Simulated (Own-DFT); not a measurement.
# Computed records: Si₃N₄ (beta silicon nitride, strained, atoms displaced)

All values are calculated (Own-DFT development build). A calculation, not a measurement: plane-wave PBE density functional theory by an unreviewed code, no spin, of a simulated periodic cell, stress positive in tension, free energy of the whole cell less one offset for each atom, forces on such cells moved up to 12 meV/angstrom on a denser k mesh; offsets are fitted by least squares, one for each functional and potential file, so energies compare only between cells with the same atoms and settings and are not formation energies; the far tail of each file's local potential was reset to the Coulomb form; each entry is a single point on an unrelaxed cell, so the pressure reflects the starting lattice, mostly measured values (interpolated for alloys), from which strain is counted, and rises with the displacements; printed positions are rounded, which can move forces by about a meV/angstrom; the program, named Own-DFT, is a retired in-house code; no spin-orbit coupling; before rounding, a Quantum ESPRESSO 7.3.1 run of the same cell and cutoff gave forces within 1 meV/angstrom rms on each cell, which checks the program and not the settings.

Si₃N₄ (beta silicon nitride, strained, atoms displaced)

```
CELL_PARAMETERS angstrom
15.34370 -0.22280 -0.14290
-7.86480 13.45280 0.20250
-0.05470 0.05790 5.78300
ATOMIC_POSITIONS crystal
Si 0.08988 0.38698 0.13000
Si 0.10736 0.19348 0.12112
Si 0.30221 0.41495 0.13359
Si 0.40827 0.11119 0.37728
Si 0.38147 0.30056 0.36954
Si 0.19988 0.08963 0.37379
N 0.16692 0.01918 0.12491
N 0.49051 0.15302 0.13436
N 0.35567 0.33800 0.11853
N 0.32005 0.47266 0.35804
N 0.01995 0.36020 0.36502
N 0.15087 0.17125 0.36956
N 0.16696 0.33854 0.12317
N 0.33026 0.16112 0.36780
Si 0.08628 0.39006 0.61984
Si 0.11541 0.20683 0.60853
Si 0.29422 0.41287 0.62409
Si 0.41603 0.11448 0.87859
Si 0.38251 0.29368 0.85760
Si 0.19878 0.08402 0.87477
N 0.16337 0.01312 0.62770
N 0.48069 0.14624 0.62346
N 0.34690 0.32868 0.61610
N 0.32899 0.48413 0.87459
N 0.01433 0.34403 0.88194
N 0.15366 0.16627 0.85134
N 0.17281 0.33619 0.61769
N 0.33407 0.16622 0.88888
Si 0.08946 0.88535 0.12713
Si 0.11968 0.70173 0.12545
Si 0.29487 0.90953 0.12799
Si 0.42117 0.62016 0.37539
Si 0.38231 0.80208 0.36647
Si 0.20302 0.59052 0.36412
N 0.17178 0.51838 0.12033
N 0.48655 0.64724 0.10063
N 0.34914 0.83622 0.11870
N 0.33022 0.98739 0.37014
N 0.02154 0.85622 0.36943
N 0.14939 0.66612 0.36299
N 0.17135 0.83491 0.11710
N 0.33445 0.66892 0.37566
Si 0.08530 0.88119 0.61559
Si 0.12004 0.70710 0.62049
Si 0.30511 0.91452 0.64816
Si 0.41432 0.61336 0.87792
Si 0.38773 0.79641 0.88237
Si 0.20306 0.58839 0.87679
N 0.16768 0.52074 0.61636
N 0.48728 0.64955 0.62407
N 0.34231 0.82742 0.63010
N 0.32676 0.97790 0.88160
N 0.01863 0.84816 0.85774
N 0.15452 0.66682 0.86155
N 0.16760 0.83623 0.63912
N 0.32747 0.66004 0.86494
Si 0.58605 0.38455 0.13923
Si 0.61451 0.20522 0.13819
Si 0.80434 0.41307 0.13635
Si 0.90888 0.11261 0.38618
Si 0.88797 0.29803 0.38624
Si 0.70115 0.08594 0.37370
N 0.65866 0.01289 0.12246
N 0.97865 0.15219 0.13526
N 0.84883 0.32689 0.12687
N 0.83717 0.48181 0.37188
N 0.51437 0.35085 0.37722
N 0.65379 0.16562 0.36374
N 0.66797 0.33514 0.13100
N 0.83412 0.17048 0.37667
Si 0.58898 0.38857 0.61188
Si 0.61451 0.20510 0.63446
Si 0.80101 0.41655 0.61959
Si 0.91322 0.12113 0.87489
Si 0.88601 0.29935 0.87263
Si 0.70768 0.09270 0.86847
N 0.66624 0.01515 0.63105
N 0.97577 0.14199 0.61750
N 0.85283 0.33585 0.64189
N 0.83473 0.48880 0.89435
N 0.51684 0.35021 0.86772
N 0.65292 0.16745 0.89192
N 0.65775 0.33185 0.62737
N 0.83476 0.16478 0.86727
Si 0.58384 0.88289 0.13428
Si 0.61171 0.70207 0.12870
Si 0.79083 0.90887 0.13648
Si 0.91255 0.61490 0.38258
Si 0.88538 0.79615 0.37871
Si 0.69768 0.58975 0.36659
N 0.66982 0.52089 0.11142
N 0.97810 0.63904 0.13404
N 0.85350 0.83392 0.13249
N 0.83402 0.98818 0.37018
N 0.51777 0.84868 0.37189
N 0.65593 0.66794 0.39889
N 0.66103 0.83553 0.13243
N 0.83524 0.67030 0.38124
Si 0.58796 0.88600 0.63180
Si 0.61804 0.70015 0.62328
Si 0.80470 0.91555 0.62276
Si 0.91466 0.61402 0.87686
Si 0.88704 0.79688 0.87607
Si 0.70216 0.58849 0.88908
N 0.66342 0.51333 0.62233
N 0.98074 0.64986 0.63243
N 0.84829 0.83512 0.61636
N 0.83583 0.98486 0.86594
N 0.51905 0.85291 0.87966
N 0.64812 0.67156 0.87996
N 0.66575 0.82996 0.61257
N 0.83249 0.66741 0.86149
```

- functional: PBE
- potential files: PseudoDojo norm-conserving, scalar-relativistic, standard set
- wave cutoff: 42 hartree
- occupations: Fermi-Dirac
- smearing width: 0.1 eV
- k mesh: 2 x 2 x 4 centred on Gamma
- free energy of cell above offsets: -7.505 eV
- pressure: 4.98 GPa
- stress xx: -1.67 GPa
- stress yy: 0.06 GPa
- stress zz: -13.35 GPa
- stress yz: 2.92 GPa
- stress xz: -3.4 GPa
- stress xy: -4.79 GPa

Force:
```csv
element,x (eV/Å),y (eV/Å),z (eV/Å)
Si,1.901,0.173,-2.14
Si,-0.112,3.735,-2.408
Si,-0.879,-4.971,-6.327
Si,-0.481,2.063,-1.015
Si,2.215,-2.948,-0.249
Si,0.865,-0.497,0.894
N,-0.935,-2.245,0.856
N,-3.271,-1.938,-0.672
N,-1.309,0.644,-1.549
N,1.445,7.703,6.355
N,-1.611,-1.118,2.428
N,1.325,-1.736,-0.095
N,1.189,-2.771,-0.271
N,-0.448,2.711,0.549
Si,2.439,-0.191,1.431
Si,-0.571,0.001,1.435
Si,2.651,0.411,0.335
Si,-2.209,0.283,1.002
Si,1.633,-0.033,2.81
Si,1.235,1.597,-1.519
N,-0.463,0.252,-0.841
N,1.284,0.104,0.665
N,-2.232,2.119,-0.04
N,1.339,0.517,-0.773
N,0.446,1.247,-1.579
N,-1.789,0.017,2.404
N,-5.151,-2.263,0.361
N,0.394,-1.102,-0.915
Si,1.233,0.654,-2.442
Si,-3.121,1.219,-3.619
Si,0.711,1.754,1.471
Si,-3.782,-1.638,-1.528
Si,2.226,-2.057,2.415
Si,1.046,-0.089,0.578
N,-1.295,-0.913,0.833
N,-0.193,0.125,5.707
N,0.375,-0.002,-0.256
N,1.252,-3.282,1.164
N,-2.2,-1.907,-0.501
N,1.375,-0.688,3.109
N,-2.988,-2.725,0.821
N,1.131,0.754,-0.605
Si,2.651,2.168,1.06
Si,-1.256,0.55,-0.286
Si,-2.629,-1.472,-4.562
Si,-3.992,-1.375,-4.08
Si,-0.582,-1.869,-1.287
Si,-0.722,-0.91,-1.998
N,-0.725,-1.383,1.03
N,-0.065,-0.498,0.034
N,1.158,0.977,-0.652
N,1.272,4.427,0.957
N,-1.53,-0.541,3.452
N,-0.899,-0.061,2.127
N,1.197,-1.147,-1.087
N,3.813,3.754,0.756
Si,1.295,-0.227,-3.919
Si,2.419,1.426,-1.754
Si,-1.164,-2.598,-2.257
Si,-2.861,0.928,-3.412
Si,-0.786,-0.527,-0.92
Si,0.096,0.432,-0.709
N,0.68,1.094,0.283
N,1.561,0.034,-1.241
N,-1.175,2.017,0.435
N,0.122,2.171,1.439
N,-1.299,-0.272,-0.727
N,-0.714,0.245,3.994
N,0.224,0.661,0.368
N,0.728,-1.35,0.243
Si,-0.47,-1.195,3.334
Si,1.136,-0.677,-0.8
Si,-1.572,-2.139,3.611
Si,0.47,-2.723,0.323
Si,1.281,-2.508,3.472
Si,-1.735,-1.696,1.717
N,-0.465,0.237,-0.687
N,4.081,2.982,2.982
N,-1.949,1.654,-3.961
N,0.563,-2.208,-2.936
N,-0.521,0.166,0.961
N,-0.653,0.328,-1.926
N,3.793,0.68,-0.293
N,-1.173,2.497,0.187
Si,1.579,2.45,-1.495
Si,2.395,2.644,0.088
Si,1.564,1.153,-2.378
Si,-1.869,0.041,-0.528
Si,0.41,0.431,0.334
Si,3.658,-0.974,1.613
N,-0.985,-3.853,6.095
N,2.796,2.442,-0.65
N,-1.845,1.043,-1.653
N,0.112,-2.06,0.065
N,-3.245,-0.931,2.711
N,-1.565,-0.073,-4.769
N,1.959,-2.415,-0.168
N,0.287,-2.085,-0.557
Si,2.496,-0.642,-1.138
Si,-2.106,3.396,1.926
Si,-2.49,-0.953,0.207
Si,-2.749,0.85,1.201
Si,-0.811,-0.115,-0.418
Si,-0.208,3.139,-6.656
N,-0.153,2.764,-0.066
N,2.966,0.974,-1.262
N,1.739,-0.368,0.997
N,0.097,0.27,2.187
N,-1.942,-1.38,-0.312
N,2.924,-2.116,1.548
N,-0.044,1.213,0.681
N,0.76,0.135,0.844
```
